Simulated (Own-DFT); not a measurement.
Simulation results for Si3N4 (beta silicon nitride, atoms displaced)

Computed with Own-DFT development build. A calculation, not a measurement: plane-wave PBE density functional theory by an unreviewed code, no spin, of a simulated periodic cell, stress positive in tension, free energy of the whole cell less one offset for each atom, forces on such cells passed a denser k mesh, this cell's mesh not checked; offsets are fitted by least squares, one for each functional and potential file, so energies compare only between cells with the same atoms and settings and are not formation energies; the far tail of each file's local potential was reset to the Coulomb form; each entry is a single point on an unrelaxed cell, so the pressure reflects the starting lattice, mostly measured values (interpolated for alloys), from which strain is counted, and rises with the displacements; printed positions are rounded, which can move forces by about a meV/angstrom; the program, named Own-DFT, is a retired in-house code; no spin-orbit coupling.

Common to all runs: functional PBE; potential files PseudoDojo norm-conserving, scalar-relativistic, standard set; wave cutoff 42 hartree; occupations Fermi-Dirac; smearing width 0.1 eV; k mesh 3 x 3 x 3 centred on Gamma.

(1) 
```xyz
42
Lattice="7.6060 0.0000 0.0000 -3.8030 6.5870 0.0000 0.0000 0.0000 8.7270" Properties=species:S:1:pos:R:3:force_x:R:1:force_y:R:1:force_z:R:1 formula=Si3N4 free_energy_of_cell_above_offsets=-6.855 pressure=5.59 stress_xx=-4.84 stress_yy=-4.21 stress_zz=-7.72 stress_yz=-1.69 stress_xz=0.84 stress_xy=0.78
Si    -1.5884     5.0822     0.7642      0.244     -0.877      -1.44
Si     0.2378     2.6830     0.7180      -0.69      0.213      0.958
Si     1.3700     5.4358     0.7457      0.055     -0.415     -1.075
Si     5.4310     1.5122     2.2218     -1.569     -0.039     -1.661
Si     3.5962     3.9492     2.2293      0.354     -1.666      -1.57
Si     2.3987     1.1084     2.1508       1.34       1.35      1.425
N      2.4204     0.1826     0.7368     -0.487      0.694     -1.116
N      6.2450     1.9652     0.7340       0.53      0.044      0.504
N      2.7738     4.3806     0.7169      -0.24      0.739      1.276
N      1.3970     6.3603     2.1588      0.386       0.86      0.826
N     -2.3746     4.6170     2.2040     -2.354     -0.769     -1.263
N      1.0582     2.2027     2.2304      0.263     -0.692     -2.784
N     -0.0127     4.3996     0.7115      0.539      -0.41       0.14
N      3.7995     2.1895     2.1942       0.32      0.245      0.021
Si    -1.6348     5.0472     3.6135      3.193      0.777      2.188
Si     0.2538     2.6313     3.6089     -1.496      1.884      1.762
Si     1.4178     5.4081     3.6047     -2.616      0.785      1.329
Si     5.4288     1.5305     5.0662     -0.868     -0.683      1.007
Si     3.5921     3.9249     5.1140     -0.091     -0.689     -0.082
Si     2.4113     1.1797     5.0640      0.723     -0.705      0.911
N      2.3888     0.2164     3.6442     -0.473     -1.029     -0.586
N      6.2398     1.9670     3.6244      1.114      0.137      0.413
N      2.7828     4.4450     3.6377      1.343     -0.627      0.706
N      1.3385     6.3853     5.0713      1.121      0.208      0.315
N     -2.4007     4.5582     5.0689     -0.994      0.447      0.895
N      1.0203     2.2077     5.0952      0.638     -0.912      0.032
N      0.0159     4.3582     3.6607     -0.436      0.407     -0.734
N      3.8240     2.1873     5.0682     -0.704      0.848      0.281
Si    -1.6559     5.0849     6.5771      2.563     -1.094     -1.454
Si     0.2335     2.6560     6.5603     -1.372      1.866      -0.71
Si     1.4189     5.4644     6.5941     -2.459     -0.253     -2.046
Si     5.4025     1.5194     8.0195      -0.21      0.451     -0.283
Si     3.5928     3.9271     8.0222      0.263     -0.809     -0.337
Si     2.4159     1.1787     7.9740      0.842     -0.858      0.761
N      2.3902     0.1865     6.5663     -0.408      1.291      -0.85
N      6.2091     2.0006     6.5576      0.658     -0.349     -0.231
N      2.7513     4.4196     6.5788      1.581     -0.561     -0.405
N      1.3790     6.3985     8.0126       0.38     -0.015       0.72
N     -2.4067     4.5718     8.0050     -0.651      0.353      1.193
N      1.0114     2.1605     8.0033      0.362     -0.118      0.243
N      0.0079     4.4062     6.4865     -0.301     -0.188      1.022
N      3.8095     2.1993     8.0311     -0.393      0.156     -0.303
```

Units: free_energy_of_cell_above_offsets in eV; pressure, stress_xx, stress_yy, stress_zz, stress_yz, stress_xz, stress_xy in GPa; force_x, force_y, force_z in eV/Å.

(2) 
```xyz
42
Lattice="7.6060 0.0000 0.0000 -3.8030 6.5870 0.0000 0.0000 0.0000 8.7270" Properties=species:S:1:pos:R:3:force_x:R:1:force_y:R:1:force_z:R:1 formula=Si3N4 free_energy_of_cell_above_offsets=-7.375 pressure=5.5 stress_xx=-4.82 stress_yy=-5.06 stress_zz=-6.61 stress_yz=-0.05 stress_xz=-0.55 stress_xy=-0.51
Si    -1.5806     5.0826     0.7247     -0.385     -0.297     -0.421
Si     0.2154     2.6434     0.7148      0.568      1.401      0.788
Si     1.3553     5.4453     0.7051      0.693     -0.347      0.311
Si     5.4194     1.5096     2.1495     -1.564     -0.035      0.859
Si     3.5683     3.9184     2.1698      0.426     -0.934      0.462
Si     2.3782     1.1024     2.2278      1.403      1.701     -1.718
N      2.3860     0.2185     0.7425     -0.234     -0.396     -0.182
N      6.2353     2.0091     0.7240      0.141     -0.466     -0.162
N      2.7951     4.4222     0.7258     -1.044      0.686      0.025
N      1.3799     6.3679     2.1687       0.43      0.434     -0.099
N     -2.4414     4.6411     2.1756     -0.487     -0.317     -0.143
N      1.0223     2.1771     2.2092     -0.111     -0.266     -1.109
N      0.0070     4.4000     0.7181     -0.344     -0.894     -0.026
N      3.7967     2.1725     2.1966     -0.278      0.319     -0.035
Si    -1.6394     5.0670     3.6250      1.379     -0.784      0.581
Si     0.2020     2.6754     3.6101     -0.452      0.214       1.39
Si     1.3817     5.4076     3.6156     -0.728      1.362        0.8
Si     5.4186     1.5195     5.0906     -1.307      0.366     -0.775
Si     3.5795     3.9089     5.0769      0.277      0.564      0.853
Si     2.4453     1.1709     5.0588     -0.701     -0.571      1.247
N      2.4122     0.1760     3.6167     -0.267       0.03       1.52
N      6.1988     1.9716     3.6159      0.988      0.292      0.037
N      2.7649     4.4299     3.6598      0.889      -0.41     -0.904
N      1.4127     6.4096     5.1127     -0.015     -0.808     -1.222
N     -2.4053     4.6049     5.1212     -1.468     -0.396     -1.734
N      1.0134     2.1745     5.0889      0.062     -0.284     -0.284
N      0.0053     4.3933     3.6243     -1.012     -0.095     -0.078
N      3.7797     2.2279     5.0866      1.291     -0.896     -0.054
Si    -1.6112     5.0536     6.5249      1.265      0.755      1.371
Si     0.1997     2.6402     6.5673      0.594      1.594     -1.172
Si     1.4165     5.4317     6.5238     -1.549      0.206      0.452
Si     5.4393     1.5008     8.0118      -1.81      1.194     -0.979
Si     3.5787     3.9476     8.0028      0.464     -1.099     -0.099
Si     2.4093     1.1473     7.9998      1.113      0.502      0.267
N      2.4058     0.2087     6.5686     -0.225     -0.086     -1.236
N      6.2328     1.9770     6.5044     -0.013     -0.178       1.66
N      2.7727     4.4176     6.5484       0.67     -0.231      -0.36
N      1.4087     6.3968     7.9931      0.279     -0.452     -0.112
N     -2.4391     4.6202     7.9898      0.364      0.254      0.323
N      1.0324     2.1952     8.0063     -0.243     -0.382     -0.033
N     -0.0011     4.4059     6.5243      0.324     -0.715      0.229
N      3.7967     2.2182     8.0267      0.614     -0.537      -0.24
```

Units: free_energy_of_cell_above_offsets in eV; pressure, stress_xx, stress_yy, stress_zz, stress_yz, stress_xz, stress_xy in GPa; force_x, force_y, force_z in eV/Å.

(3) 
```xyz
42
Lattice="7.6060 0.0000 0.0000 -3.8030 6.5870 0.0000 0.0000 0.0000 8.7270" Properties=species:S:1:pos:R:3:force_x:R:1:force_y:R:1:force_z:R:1 formula=Si3N4 free_energy_of_cell_above_offsets=-7.359 pressure=5.44 stress_xx=-4.08 stress_yy=-4.54 stress_zz=-7.71 stress_yz=0.21 stress_xz=0.23 stress_xy=0.25
Si    -1.6341     5.0735     0.7085      1.378      -0.04      1.042
Si     0.2295     2.6536     0.7405      -1.11      0.835     -0.178
Si     1.3664     5.4659     0.7459     -0.209     -1.221     -1.045
Si     5.3971     1.5130     2.1700      -0.42      0.123       0.67
Si     3.6148     3.9287     2.1963     -1.169     -1.019     -0.748
Si     2.4131     1.1335     2.1830      1.171      1.666     -0.404
N      2.4279     0.2281     0.7439      -0.66     -1.508      -0.43
N      6.2137     1.9258     0.7346      1.484      0.537     -0.607
N      2.7794     4.3978     0.7117     -0.573      0.963      1.248
N      1.3979     6.3630     2.1907      0.101      0.685      0.257
N     -2.4386     4.5802     2.1873      0.962        1.1     -0.433
N      1.0338     2.1632     2.1808     -0.189      0.102      0.228
N     -0.0268     4.3999     0.6934      0.416     -0.287      0.443
N      3.8209     2.2164     2.1790     -0.897     -0.833      0.108
Si    -1.6111     5.0738     3.6287      0.616     -0.742      0.119
Si     0.2556     2.6949     3.6431     -1.432      -1.06     -0.573
Si     1.3566     5.4075     3.6275      0.459      0.515       0.21
Si     5.4136     1.5376     5.0992     -0.551     -0.175     -0.676
Si     3.5437     3.9133     5.0676      1.511          0      0.862
Si     2.4171     1.1450     5.0650      1.127      0.427      0.689
N      2.3875     0.2064     3.5936      0.004     -0.546       1.18
N      6.2040     2.0054     3.6221      1.306      -0.03      0.439
N      2.7689     4.3862     3.6283     -0.571      0.596     -0.229
N      1.3536     6.3725     5.0756       0.42      0.632      0.059
N     -2.4281     4.6223     5.0782     -0.466      0.064      0.265
N      1.0317     2.1767     5.0785     -0.259      0.038      0.951
N      0.0129     4.3668     3.5991     -1.017      0.934      0.241
N      3.8316     2.2276     5.1035     -1.165     -1.201     -0.239
Si    -1.6037     5.0619     6.5588      0.126       0.17     -0.972
Si     0.2125     2.6883     6.5774     -0.066     -0.161     -0.788
Si     1.3551     5.4644     6.5474      0.382     -1.162      -0.18
Si     5.4088     1.5178     7.9769     -1.238      0.164       1.31
Si     3.5853     3.9618     8.0225      0.493     -2.133     -1.073
Si     2.4249     1.1344     8.0170      0.619      1.188     -0.657
N      2.4259     0.2062     6.5487     -0.508     -0.294     -0.214
N      6.1985     1.9977     6.5703      1.586      0.178      -1.05
N      2.8096     4.4127     6.5441     -1.296      1.028      0.064
N      1.3823     6.3920     7.9866      0.288     -0.135      0.492
N     -2.3845     4.5692     8.0033     -1.295      0.247     -0.145
N      1.0358     2.2066     8.0075      0.237     -0.738      0.045
N     -0.0212     4.3908     6.5590      0.645      0.089     -0.272
N      3.8089     2.1793     8.0078     -0.237      1.005     -0.007
```

Units: free_energy_of_cell_above_offsets in eV; pressure, stress_xx, stress_yy, stress_zz, stress_yz, stress_xz, stress_xy in GPa; force_x, force_y, force_z in eV/Å.

(4) 
```xyz
42
Lattice="7.6060 0.0000 0.0000 -3.8030 6.5870 0.0000 0.0000 0.0000 8.7270" Properties=species:S:1:pos:R:3:force_x:R:1:force_y:R:1:force_z:R:1 formula=Si3N4 free_energy_of_cell_above_offsets=-7.247 pressure=5.61 stress_xx=-5.47 stress_yy=-3.79 stress_zz=-7.57 stress_yz=1.18 stress_xz=-0.1 stress_xy=0.81
Si    -1.6128     5.0484     0.7556      1.009      0.312     -0.988
Si     0.1804     2.6526     0.7956      1.019      0.821     -1.872
Si     1.3737     5.4351     0.7045     -0.079     -0.413      1.327
Si     5.3988     1.5118     2.2044     -0.715      -0.08     -1.016
Si     3.5865     3.9443     2.1669      0.295     -1.866      1.577
Si     2.4067     1.1368     2.1851      0.851      0.487      0.039
N      2.3957     0.1920     0.7526     -0.216       0.14     -0.899
N      6.2276     1.9866     0.7138     -0.778     -0.736      0.276
N      2.7756     4.3715     0.7601     -0.654      0.936      -1.76
N      1.4343     6.3686     2.2046      0.175      0.271     -0.969
N     -2.4195     4.6075     2.1942     -0.997     -0.385     -0.348
N      1.0323     2.1832     2.2117     -0.214     -0.233     -0.586
N      0.0078     4.3852     0.7185     -0.477     -0.181      0.281
N      3.8024     2.1660     2.2148     -0.092      1.196     -0.393
Si    -1.6148     5.0465     3.6290      0.937      1.126      0.355
Si     0.2048     2.6669     3.6183      0.062      0.864      1.217
Si     1.3980     5.4227     3.6331     -1.292     -0.088      0.747
Si     5.4082     1.5288     5.0691     -1.056      -0.34      0.311
Si     3.6062     3.9345     5.1313      0.098     -0.902     -1.655
Si     2.4145     1.1679     5.1453      0.893     -0.137     -2.477
N      2.4098     0.2016     3.5885     -0.479     -0.471      2.375
N      6.2119     1.9878     3.6332      0.908     -0.027     -0.024
N      2.7571     4.3905     3.6489      0.942     -0.013      0.192
N      1.3620     6.3776     5.1292       0.65      0.786     -1.611
N     -2.3912     4.5852     5.0858     -0.881      0.281      0.457
N      1.0337     2.1941     5.0939     -0.449     -0.158     -0.184
N     -0.0325     4.3964     3.6145      1.044     -0.481      0.062
N      3.8205     2.2054     5.0783     -0.608      0.089      0.352
Si    -1.5993     5.0701     6.5533      0.945      0.116     -0.263
Si     0.2384     2.6578     6.5549     -1.339      1.163     -0.302
Si     1.4115     5.4865     6.5554     -1.475      -2.21     -0.212
Si     5.3885     1.5224     7.9540     -0.109      0.256      1.248
Si     3.5754     3.9075     7.9912      0.696      0.376      0.689
Si     2.4163     1.1705     8.0130       0.25      -0.42      0.475
N      2.4038     0.2294     6.5546     -0.235     -0.841      0.527
N      6.1782     1.9979     6.5216      1.755      0.155      0.204
N      2.7891     4.4125     6.5402      -0.45      0.612      0.744
N      1.3533     6.3748     7.9982      0.693      1.091      0.351
N     -2.4193     4.6323     7.9916      -1.12      -0.34      0.637
N      1.0196     2.1802     7.9913     -0.132     -0.176       1.33
N     -0.0105     4.3941     6.5588      0.964      0.076     -0.059
N      3.8091     2.2159     8.0195      -0.34     -0.657     -0.154
```

Units: free_energy_of_cell_above_offsets in eV; pressure, stress_xx, stress_yy, stress_zz, stress_yz, stress_xz, stress_xy in GPa; force_x, force_y, force_z in eV/Å.
